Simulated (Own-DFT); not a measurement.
# Forces on the neighbours of a vacancy: 2H SiC, 71 atoms (C36Si35), with one Si vacancy

Calculated results; nothing here was measured. The program, named Own-DFT, is a retired in-house plane-wave density functional code that no person has reviewed. Each row is one single-point run on a periodic cell that was not relaxed, without spin or spin-orbit coupling.

Settings of every run: PBE; PseudoDojo norm-conserving scalar-relativistic files; cutoff 42 hartree; 4 x 4 x 3 k mesh centred on Gamma; Fermi-Dirac smearing of 0.1 eV.

Known limits: a neutral cation vacancy leaves holes that likely carry spin, which these runs leave out; not probed for a lower state with spin; forces on such cells moved up to 12 meV/angstrom on a denser k mesh; stress not checked against mesh or cutoff.

Cell vectors in Å: (9.248, 0.000, 0.000); (-4.624, 8.009, 0.000); (0.000, 0.000, 10.068). Every atom was also moved at random, by a Gaussian of width 0.05 Å on each axis. The defect's site can differ from row to row. The empty site has 4 nearest neighbours, all C. For each, d is its distance from the empty site and R the part of its force along the line away from it, positive outwards. The last column is the rms force component on atoms over 4.5 Å away.

| run | d1 (Å) | d2 (Å) | d3 (Å) | d4 (Å) | R1 (eV/Å) | R2 (eV/Å) | R3 (eV/Å) | R4 (eV/Å) | far F (eV/Å) |
|---|---|---|---|---|---|---|---|---|---|
| 1 | 1.760 | 1.837 | 1.916 | 1.965 | 2.14 | 2.28 | 1.08 | 0.48 | 1.38 |
| 2 | 1.906 | 1.921 | 1.933 | 1.938 | 0.69 | 0.79 | 1.36 | 0.54 | 1.76 |
| 3 | 1.835 | 1.868 | 1.906 | 1.913 | 1.50 | 1.59 | 1.88 | 0.82 | 1.27 |
| 4 | 1.848 | 1.893 | 1.933 | 1.952 | 1.66 | 1.33 | 1.02 | 0.49 | 1.24 |
| 5 | 1.762 | 1.789 | 1.800 | 1.896 | 2.51 | 1.57 | 1.69 | 1.86 | 1.53 |
| 6 | 1.809 | 1.860 | 1.942 | 1.944 | 2.07 | 2.23 | 0.49 | 1.39 | 1.63 |
| 7 | 1.824 | 1.837 | 1.843 | 1.955 | 1.64 | 1.06 | 2.15 | 1.05 | 1.43 |
| 8 | 1.891 | 1.895 | 1.895 | 1.916 | 1.46 | 0.56 | 1.20 | 1.57 | 1.71 |
| 9 | 1.861 | 1.863 | 1.877 | 1.906 | ? | ? | ? | ? | ? |

## Worked fit

A straight line through the 32 neighbours shown gives R = 1.38 - 7.5 (d - 1.881) eV/Å, with a scatter of 0.41 left by the moves of the other atoms. The slope, with an error of 1.3, is the pull back towards the neighbour's own site. The constant, 1.38 ± 0.07 eV/Å, is the force at the mean distance: with one bond gone, the neighbours are pushed outwards, away from the empty site. It shows how a relaxation would start, not where it would end, and it depends somewhat on the width of the random moves.

## Withheld run

Question: what mean R should the neighbours of run 9 feel? Their mean d is 1.877 Å.

The line gives 1.41 ± 0.12 eV/Å, by the scatter of the means of the runs shown. The calculation gave R = 2.21, 1.70, 2.07, 1.30, a mean of 1.82 eV/Å.
